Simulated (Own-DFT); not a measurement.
# Computed records: GaP (zincblende, atoms displaced)

All values are calculated (Own-DFT development build). A calculation, not a measurement: plane-wave PBE density functional theory by an unreviewed code, no spin, of a simulated periodic cell, stress positive in tension, free energy of the whole cell less one offset for each atom, forces on such cells passed a denser k mesh, this cell's mesh not checked; offsets are fitted by least squares, one for each functional and potential file, so energies compare only between cells with the same atoms and settings and are not formation energies; the far tail of each file's local potential was reset to the Coulomb form; each entry is a single point on an unrelaxed cell, so the pressure reflects the starting lattice, mostly measured values (interpolated for alloys), from which strain is counted, and rises with the displacements; printed positions are rounded, which can move forces by about a meV/angstrom; the program, named Own-DFT, is a retired in-house code; no spin-orbit coupling.

Common to all runs: functional PBE; potential files PseudoDojo norm-conserving, scalar-relativistic, standard set; wave cutoff 42 hartree; occupations Fermi-Dirac; smearing width 0.1 eV; hardware one NVIDIA H100; k mesh 3 x 3 x 3 centred on Gamma.

(1) GaP (zincblende, atoms displaced)

```
GaP
1.0
     10.9010     0.0000     0.0000
      0.0000    10.9010     0.0000
      0.0000     0.0000    10.9010
Ga P Ga P Ga P Ga P Ga P Ga P Ga P Ga P
4 4 4 4 4 4 4 4 4 4 4 4 4 4 4 4
Direct
  0.00310 0.99517 0.99785
  0.01014 0.25056 0.25135
  0.24016 0.00660 0.25121
  0.25676 0.24413 0.00234
  0.12366 0.12392 0.12514
  0.13168 0.37526 0.37899
  0.37898 0.12179 0.37993
  0.37244 0.38829 0.11781
  0.99069 0.99397 0.49802
  0.00352 0.24963 0.75170
  0.25224 0.00398 0.74756
  0.25687 0.25909 0.49012
  0.13018 0.12245 0.63117
  0.13002 0.37952 0.87276
  0.38097 0.12394 0.87321
  0.37627 0.37080 0.62155
  0.99240 0.50651 0.99991
  0.00106 0.74922 0.25330
  0.23735 0.49953 0.25034
  0.25361 0.74557 0.99526
  0.12253 0.62381 0.12100
  0.12827 0.87155 0.37536
  0.38295 0.61886 0.37361
  0.37782 0.87650 0.12485
  0.00109 0.50352 0.49678
  0.99925 0.75410 0.74551
  0.25093 0.49990 0.75616
  0.24405 0.74911 0.49465
  0.12185 0.62670 0.61756
  0.13427 0.87887 0.86660
  0.36895 0.62935 0.87008
  0.37701 0.87342 0.62682
  0.49928 0.99483 0.00073
  0.49874 0.25566 0.25045
  0.74851 0.00239 0.25210
  0.74698 0.25381 0.99944
  0.61731 0.13160 0.12358
  0.62051 0.38057 0.37415
  0.87159 0.12050 0.37699
  0.87840 0.36520 0.11470
  0.49007 0.01467 0.50421
  0.50270 0.25629 0.75713
  0.74691 0.98396 0.75452
  0.75305 0.24859 0.50066
  0.62691 0.12179 0.62088
  0.62636 0.36432 0.86800
  0.86273 0.11301 0.87107
  0.86366 0.37891 0.62716
  0.50886 0.49987 0.99319
  0.50416 0.75571 0.25160
  0.75937 0.50797 0.25924
  0.75406 0.75333 0.99700
  0.62498 0.63157 0.12395
  0.62302 0.87015 0.37421
  0.86542 0.62442 0.37141
  0.87312 0.86862 0.12429
  0.49329 0.49746 0.49864
  0.49772 0.75445 0.75548
  0.75236 0.49294 0.75136
  0.74358 0.74917 0.49374
  0.62403 0.62053 0.62822
  0.62858 0.87688 0.87367
  0.87177 0.63242 0.87205
  0.87490 0.87911 0.61728
```

The calculation gives: free energy of cell above offsets -32.149 eV; pressure 3.51 GPa; stress xx -3.47 GPa; stress yy -3.45 GPa; stress zz -3.61 GPa; stress yz 0.01 GPa; stress xz -0.63 GPa; stress xy -0.69 GPa; wall time 535.3 s.

Force:
```tsv
element	x (eV/Å)	y (eV/Å)	z (eV/Å)
Ga	-0.566	-0.087	-0.227
Ga	-1.024	-0.191	0.112
Ga	1.25	-0.701	0.122
Ga	-0.138	0.674	-0.28
P	0.002	0.231	-0.577
P	-1.465	0.264	-0.472
P	-1.44	1.318	-1.987
P	0.04	-1.028	0.672
Ga	1.736	1.006	-0.098
Ga	-0.675	-0.106	-0.032
Ga	0.896	-0.237	0.007
Ga	-0.012	-1.662	1.396
P	-0.83	0.779	-1.796
P	-0.91	-0.724	1.024
P	-0.261	-0.112	0.206
P	-0.085	0.626	1.018
Ga	0.435	-0.515	-0.568
Ga	-0.212	-0.178	-0.468
Ga	1.439	0.618	-0.436
Ga	-0.5	0.901	0.729
P	-0.147	0.524	0.355
P	-0.914	0.77	-0.306
P	-1.529	1.009	-0.63
P	-0.97	-0.267	0.349
Ga	-0.921	-0.391	0.259
Ga	0.208	0.094	-0.192
Ga	-0.025	0.059	-1.671
Ga	1.577	-0.464	0.467
P	0.329	-0.228	0.975
P	-0.794	-0.692	0.87
P	1.391	-0.738	0.282
P	-0.492	0.297	-0.612
Ga	0.356	0.667	-0.146
Ga	-0.485	0.254	-0.286
Ga	-0.514	-0.366	-0.715
Ga	-0.026	-1.445	-0.225
P	0.606	-0.611	0.186
P	1.003	-0.464	0.076
P	0.818	0.92	-0.533
P	0.155	1.221	1.513
Ga	1.339	-2.186	0.778
Ga	-0.867	-1.656	-1.959
Ga	0.408	1.425	-1.903
Ga	-0.839	0.278	-0.256
P	0.087	0.34	1.128
P	0.768	1.996	1.27
P	1.324	1.171	0.679
P	2.271	-0.908	-0.875
Ga	-0.337	0.481	0.005
Ga	-0.699	-0.752	-0.458
Ga	-2.079	-2.201	-2.613
Ga	-0.787	-0.302	0.273
P	0.555	-0.639	-0.199
P	-0.168	1.73	0.474
P	2.565	1.345	1.561
P	0.627	1.052	0.467
Ga	0.885	0.09	0.756
Ga	0.493	-0.442	-0.638
Ga	-0.819	1.326	0.435
Ga	0.085	-0.206	1.122
P	-0.248	0.344	-0.042
P	-1.206	-1.071	1.122
P	0.311	-0.707	-0.343
P	-0.974	-1.535	0.855
```

(2) GaP (zincblende, atoms displaced)

```
GaP
1.0
     10.9010     0.0000     0.0000
      0.0000    10.9010     0.0000
      0.0000     0.0000    10.9010
Ga P Ga P Ga P Ga P Ga P Ga P Ga P Ga P
4 4 4 4 4 4 4 4 4 4 4 4 4 4 4 4
Direct
  0.00161 0.00026 0.00826
  0.00240 0.25051 0.25581
  0.24163 0.99985 0.25013
  0.24679 0.25054 0.00358
  0.12512 0.13024 0.12953
  0.11328 0.37229 0.37952
  0.37759 0.13378 0.37175
  0.37321 0.37698 0.11455
  0.99680 0.00431 0.50573
  0.00511 0.25073 0.75410
  0.24979 0.00087 0.75279
  0.24969 0.24942 0.50400
  0.12604 0.12900 0.61696
  0.13100 0.37310 0.87221
  0.36893 0.11826 0.86607
  0.37718 0.37353 0.62626
  0.00838 0.49518 0.00207
  0.00357 0.74736 0.24895
  0.25343 0.50406 0.25355
  0.25435 0.74464 0.01350
  0.13279 0.62676 0.11681
  0.12674 0.87844 0.36442
  0.37941 0.62568 0.37144
  0.37573 0.86878 0.12341
  0.99797 0.50553 0.49955
  0.99651 0.76054 0.73957
  0.25144 0.49531 0.75270
  0.24700 0.74895 0.49680
  0.12313 0.62702 0.62759
  0.12666 0.87430 0.87188
  0.37803 0.62033 0.87520
  0.37053 0.86903 0.62120
  0.50171 0.00965 0.00357
  0.50251 0.25212 0.25119
  0.74323 0.99202 0.25418
  0.74728 0.25949 0.99906
  0.61975 0.12002 0.12407
  0.63482 0.37075 0.37432
  0.87727 0.12336 0.36940
  0.87352 0.36685 0.13009
  0.50123 0.00551 0.49641
  0.49731 0.24867 0.74971
  0.74733 0.99382 0.74762
  0.75000 0.25180 0.49855
  0.62865 0.12292 0.62571
  0.62807 0.37442 0.87773
  0.87560 0.12573 0.87466
  0.87551 0.37596 0.62331
  0.50427 0.50001 0.00017
  0.50751 0.74820 0.25199
  0.74478 0.49887 0.25254
  0.75669 0.75056 0.00217
  0.61792 0.62536 0.12283
  0.62355 0.86788 0.37592
  0.87384 0.61493 0.37361
  0.87834 0.88295 0.12787
  0.49742 0.51053 0.49592
  0.50103 0.75022 0.74022
  0.74252 0.49633 0.75572
  0.75329 0.75000 0.49728
  0.61875 0.62725 0.62464
  0.62011 0.86624 0.87185
  0.87881 0.61832 0.87355
  0.87608 0.87100 0.62540
```

Results for GaP (zincblende, atoms displaced): free energy of cell above offsets -33.056 eV; pressure 3.32 GPa; stress xx -3.38 GPa; stress yy -3.31 GPa; stress zz -3.27 GPa; stress yz 0.14 GPa; stress xz -0.76 GPa; stress xy -1.11 GPa; wall time 517.3 s.

Force:
```tsv
element	x (eV/Å)	y (eV/Å)	z (eV/Å)
Ga	0.347	0.478	-1.202
Ga	-0.509	-0.322	-0.578
Ga	1.798	0.583	-0.679
Ga	0.395	-0.519	-0.765
P	-0.085	-0.242	-0.297
P	1.792	0.89	0.078
P	-0.688	-0.897	0.204
P	0.445	-0.07	1.412
Ga	0.156	-0.438	-0.934
Ga	-0.578	-0.148	-0.643
Ga	-0.777	-0.84	-1.41
Ga	0.366	0.637	-0.804
P	-0.156	-0.682	1.435
P	-0.493	-0.12	0.555
P	0.982	1.31	1.617
P	-0.03	0.556	-0.556
Ga	-0.725	-0.181	-0.161
Ga	-0.388	-0.184	-0.291
Ga	-0.588	-0.895	-0.44
Ga	0.616	0.745	-2.593
P	-1.458	-1.141	1.803
P	-0.938	-0.76	1.917
P	-0.683	0.491	0.087
P	0.56	1.36	0.862
Ga	0.17	-0.487	0.749
Ga	0.961	-1.542	1.794
Ga	0.299	0.678	-0.368
Ga	-0.117	-0.032	-0.275
P	0.289	-0.25	-0.323
P	-0.192	-0.178	0.93
P	-0.108	0.624	-0.201
P	0.278	1.118	-0.099
Ga	-1.051	-1.678	-1.323
Ga	-0.113	0.43	-0.734
Ga	0.425	0.711	-0.346
Ga	0.571	-1.614	0.352
P	1.275	1.183	0.721
P	-1.707	0.681	0.23
P	-0.822	-0.316	0.7
P	0.402	1.133	-0.207
Ga	-0.449	-0.447	0.293
Ga	0.402	-0.231	0.186
Ga	0.174	0.141	0.73
Ga	0.839	-0.729	0.409
P	-0.265	0.309	-0.226
P	-1.32	-0.19	-0.331
P	-0.201	-0.241	0.208
P	-0.147	0.049	0.573
Ga	-0.494	-0.135	-0.521
Ga	-0.952	0.132	-0.573
Ga	0.288	0.045	-1.021
Ga	-0.126	-0.194	-0.343
P	1.473	-0.027	0.312
P	0.12	0.707	0.527
P	0.031	1.487	-0.372
P	-0.532	-1.229	0.267
Ga	0.531	-1.539	0.343
Ga	-0.96	-0.038	0.922
Ga	0.849	0.55	-0.991
Ga	-0.055	-0.681	0.196
P	1.357	-0.524	-0.337
P	0.47	0.888	0.621
P	0.036	0.635	0.057
P	-0.989	1.19	-1.144
```

(3) GaP (zincblende, atoms displaced)

```
GaP
1.0
     10.9010     0.0000     0.0000
      0.0000    10.9010     0.0000
      0.0000     0.0000    10.9010
Ga P Ga P Ga P Ga P Ga P Ga P Ga P Ga P
4 4 4 4 4 4 4 4 4 4 4 4 4 4 4 4
Direct
  0.00039 0.00143 0.99965
  0.99959 0.25375 0.25063
  0.25131 0.00054 0.25280
  0.25522 0.24360 0.99914
  0.12342 0.11802 0.12765
  0.12902 0.37085 0.37440
  0.37030 0.12934 0.37660
  0.37162 0.37109 0.12835
  0.00861 0.99917 0.50359
  0.00188 0.24735 0.75722
  0.24957 0.99286 0.75286
  0.25023 0.24812 0.49608
  0.12318 0.12802 0.62425
  0.12924 0.37567 0.88387
  0.37221 0.12913 0.86646
  0.37294 0.37783 0.61563
  0.00456 0.50173 0.00748
  0.00038 0.75306 0.24381
  0.24719 0.49999 0.24834
  0.24760 0.74804 0.00093
  0.12564 0.62659 0.12707
  0.12455 0.87664 0.37006
  0.37636 0.62517 0.38029
  0.37653 0.88099 0.12091
  0.00172 0.49222 0.50027
  0.00179 0.75050 0.75720
  0.24577 0.50386 0.75036
  0.25205 0.74312 0.49821
  0.12656 0.62894 0.62214
  0.11820 0.87653 0.86638
  0.37345 0.62643 0.88230
  0.37068 0.87100 0.61448
  0.50639 0.99329 0.99761
  0.50720 0.25138 0.24431
  0.75502 0.00786 0.24654
  0.74920 0.25031 0.00791
  0.62763 0.12514 0.12582
  0.62953 0.37375 0.37877
  0.87151 0.12655 0.38749
  0.86620 0.38491 0.12046
  0.50184 0.00523 0.49522
  0.50023 0.24767 0.75377
  0.74722 0.00050 0.75491
  0.75890 0.24992 0.49969
  0.61613 0.12253 0.62285
  0.61970 0.37768 0.86425
  0.87542 0.12625 0.87295
  0.86691 0.37588 0.62028
  0.49239 0.50474 0.00343
  0.49736 0.75059 0.24868
  0.75304 0.49384 0.24620
  0.76643 0.74480 0.99221
  0.62422 0.62915 0.12661
  0.62692 0.87669 0.36973
  0.87446 0.61959 0.37781
  0.87209 0.88099 0.12336
  0.49713 0.48834 0.50416
  0.50145 0.74804 0.75266
  0.74925 0.49728 0.75102
  0.75289 0.73915 0.49774
  0.62832 0.61802 0.62026
  0.62460 0.88488 0.86868
  0.87305 0.62300 0.87681
  0.87642 0.87292 0.63206
```

Results for GaP (zincblende, atoms displaced): free energy of cell above offsets -33.078 eV; pressure 3.31 GPa; stress xx -3.34 GPa; stress yy -3.36 GPa; stress zz -3.23 GPa; stress yz -1 GPa; stress xz 0.97 GPa; stress xy -0.35 GPa; wall time 538.1 s.

Force:
```tsv
element	x (eV/Å)	y (eV/Å)	z (eV/Å)
Ga	-0.154	-0.102	-0.277
Ga	-0.564	-0.365	-0.124
Ga	0.21	0.018	-0.157
Ga	-0.546	0.029	0.537
P	0.126	0.93	-0.246
P	-0.488	0.52	-0.224
P	1.058	-0.362	-0.893
P	0.355	0.282	-0.383
Ga	-0.882	-0.329	0.004
Ga	-0.09	0.881	-0.726
Ga	0.258	0.531	-1.21
Ga	-0.235	0.173	0.73
P	0.693	-0.073	0.553
P	-0.356	-0.047	-0.573
P	0.305	-1.219	0.972
P	-0.894	-1.073	1.956
Ga	-0.355	-0.028	-0.681
Ga	-0.624	-0.043	0.762
Ga	0.534	0.089	0.65
Ga	-0.091	0.968	-0.228
P	0.002	0.121	0.029
P	0.198	-0.609	0.497
P	0.291	-0.743	-0.994
P	-0.468	-0.612	0.352
Ga	0.086	0.468	0.058
Ga	-0.69	-0.776	-1.177
Ga	0.463	-0.208	-0.118
Ga	-0.612	0.754	-0.394
P	-0.839	-0.593	0.5
P	0.894	-0.003	1.88
P	-0.174	0.12	-1.045
P	0.762	0.45	1.053
Ga	-0.673	1.281	0.023
Ga	-0.535	0.117	1.026
Ga	-0.275	-0.364	0.976
Ga	-0.205	0.261	-1.513
P	-0.404	-0.268	-0.446
P	-0.191	-0.211	-0.603
P	1.42	-0.839	-1.67
P	1.626	-1.388	-0.012
Ga	-0.515	-0.871	-0.268
Ga	-0.31	0.432	-1.397
Ga	0.512	0.701	-1.385
Ga	-2.035	-0.072	0.612
P	1.363	0.637	0.415
P	0.172	-0.124	1.928
P	-0.448	0.04	0.844
P	1.519	-0.022	1.364
Ga	0.833	-0.683	0.186
Ga	0.033	0.266	0.206
Ga	-1.238	1.359	1.14
Ga	-2.313	1.474	1.261
P	0.498	-0.341	-0.498
P	0.228	-0.094	0.288
P	0.857	0	-1.074
P	0.479	-0.559	-0.281
Ga	0.975	1.31	-1.005
Ga	-0.137	0.09	-0.776
Ga	0.018	0.328	-0.435
Ga	-0.274	1.33	0.283
P	-0.699	0.368	0.692
P	0.31	-2.11	0.712
P	1.506	-1.193	-0.954
P	-0.265	-0.002	-0.72
```

(4) GaP (zincblende, atoms displaced)

```
GaP
1.0
     10.9010     0.0000     0.0000
      0.0000    10.9010     0.0000
      0.0000     0.0000    10.9010
Ga P Ga P Ga P Ga P Ga P Ga P Ga P Ga P
4 4 4 4 4 4 4 4 4 4 4 4 4 4 4 4
Direct
  0.00133 0.99936 0.01098
  0.99425 0.24945 0.24742
  0.23775 0.99944 0.25043
  0.25584 0.25382 0.98897
  0.13363 0.13100 0.12441
  0.12236 0.37395 0.38138
  0.37042 0.12505 0.36779
  0.37213 0.38342 0.12065
  0.00913 0.00731 0.50255
  0.00032 0.25195 0.74804
  0.24906 0.00208 0.74592
  0.24367 0.24927 0.49941
  0.12491 0.12860 0.62995
  0.11656 0.38243 0.88103
  0.36827 0.12265 0.87719
  0.36880 0.38326 0.62894
  0.00723 0.49982 0.99918
  0.99907 0.75144 0.25481
  0.25119 0.49942 0.25287
  0.24994 0.75705 0.99893
  0.12540 0.62314 0.13003
  0.12836 0.87241 0.37886
  0.37542 0.63147 0.37740
  0.37204 0.87994 0.13264
  0.00020 0.49999 0.49597
  0.99240 0.75577 0.75210
  0.24838 0.50304 0.75269
  0.24865 0.75180 0.49784
  0.11972 0.63004 0.61637
  0.11848 0.87037 0.88245
  0.37233 0.62425 0.88199
  0.37095 0.88032 0.61633
  0.49995 0.00093 0.99890
  0.50074 0.24634 0.24893
  0.75434 0.00243 0.24231
  0.74536 0.25261 0.00727
  0.62168 0.12172 0.13044
  0.62941 0.36519 0.37580
  0.87453 0.11629 0.37686
  0.87179 0.37126 0.12691
  0.50177 0.00017 0.49155
  0.50182 0.24529 0.74633
  0.74968 0.99449 0.74679
  0.75117 0.24967 0.49794
  0.62713 0.12954 0.62147
  0.62625 0.36970 0.87187
  0.86562 0.12757 0.89045
  0.87163 0.37534 0.62133
  0.49284 0.50001 0.00582
  0.49129 0.73912 0.24616
  0.74301 0.49690 0.25115
  0.75569 0.76332 0.99884
  0.61743 0.63184 0.12536
  0.61765 0.88436 0.37157
  0.87263 0.62290 0.37032
  0.87338 0.87382 0.12249
  0.50094 0.49605 0.48811
  0.50183 0.74676 0.75911
  0.75264 0.50538 0.74979
  0.75806 0.75560 0.50191
  0.62315 0.62375 0.63703
  0.62855 0.87961 0.87269
  0.87298 0.61837 0.86994
  0.87608 0.86866 0.62520
```

The calculation gives: free energy of cell above offsets -32.962 eV; pressure 3.3 GPa; stress xx -3.34 GPa; stress yy -3.24 GPa; stress zz -3.31 GPa; stress yz -0.57 GPa; stress xz 0.01 GPa; stress xy 0.63 GPa; wall time 522 s.

Force:
```tsv
element	x (eV/Å)	y (eV/Å)	z (eV/Å)
Ga	0.094	0.764	-0.665
Ga	0.604	-0.28	0.58
Ga	0.826	0.156	0.059
Ga	-0.768	0.622	0.869
P	-0.922	0.15	-0.189
P	-0.022	-0.091	-1.231
P	-0.207	0.131	0.768
P	-0.072	-1.563	1.006
Ga	-0.64	-0.983	0.079
Ga	-1.009	0.1	0.923
Ga	-0.275	-0.803	0.577
Ga	1.019	0.167	0.245
P	0.045	0.024	-0.075
P	1.475	-1.421	-1.627
P	1.138	-0.168	-0.885
P	0.68	-1.083	-0.756
Ga	-1.661	0.919	1.287
Ga	-0.024	-0.235	-0.393
Ga	-0.303	0.059	0.424
Ga	0.172	-0.578	0.866
P	0.023	0.62	-0.253
P	-0.963	0.56	-0.373
P	-0.4	-1.173	0.036
P	0.079	-0.316	-0.783
Ga	-0.511	0.176	0.301
Ga	0.803	-1.098	0.175
Ga	-0.691	0.586	-0.09
Ga	0.27	-0.265	0.591
P	0.211	-0.11	1.164
P	0.17	0.965	-0.968
P	-0.135	0.427	-0.439
P	0.731	-0.45	1.01
Ga	-0.214	-0.203	0.363
Ga	-0.686	0.559	-0.134
Ga	-0.58	-0.548	0.797
Ga	-0.62	-0.063	-0.084
P	0.179	0.375	-0.852
P	-0.808	0.685	-0.52
P	0.29	0.73	-0.222
P	0.158	1.058	-0.192
Ga	-0.665	1.034	0.78
Ga	-0.66	0.528	0.244
Ga	0.441	1.152	-0.028
Ga	0.565	-0.491	0.308
P	-0.19	-1.017	-0.043
P	-0.38	0.792	0.528
P	1.14	-0.75	-1.534
P	0.438	0.213	0.208
Ga	1.422	0.257	-1.066
Ga	0.376	1.801	0.413
Ga	0.156	0.398	-0.495
Ga	-0.835	-1.767	-0.656
P	1.31	-0.733	-0.702
P	1.372	-1.779	-0.738
P	-0.225	0.121	0.445
P	0.92	0.252	1.195
Ga	0.027	0.313	1.359
Ga	-0.7	0.477	-0.466
Ga	-0.653	-1.367	-0.18
Ga	-1.701	-0.818	-0.728
P	0.016	0.243	-1.915
P	-0.789	-0.268	0.37
P	0.675	1.12	1.433
P	0.486	1.886	-0.122
```
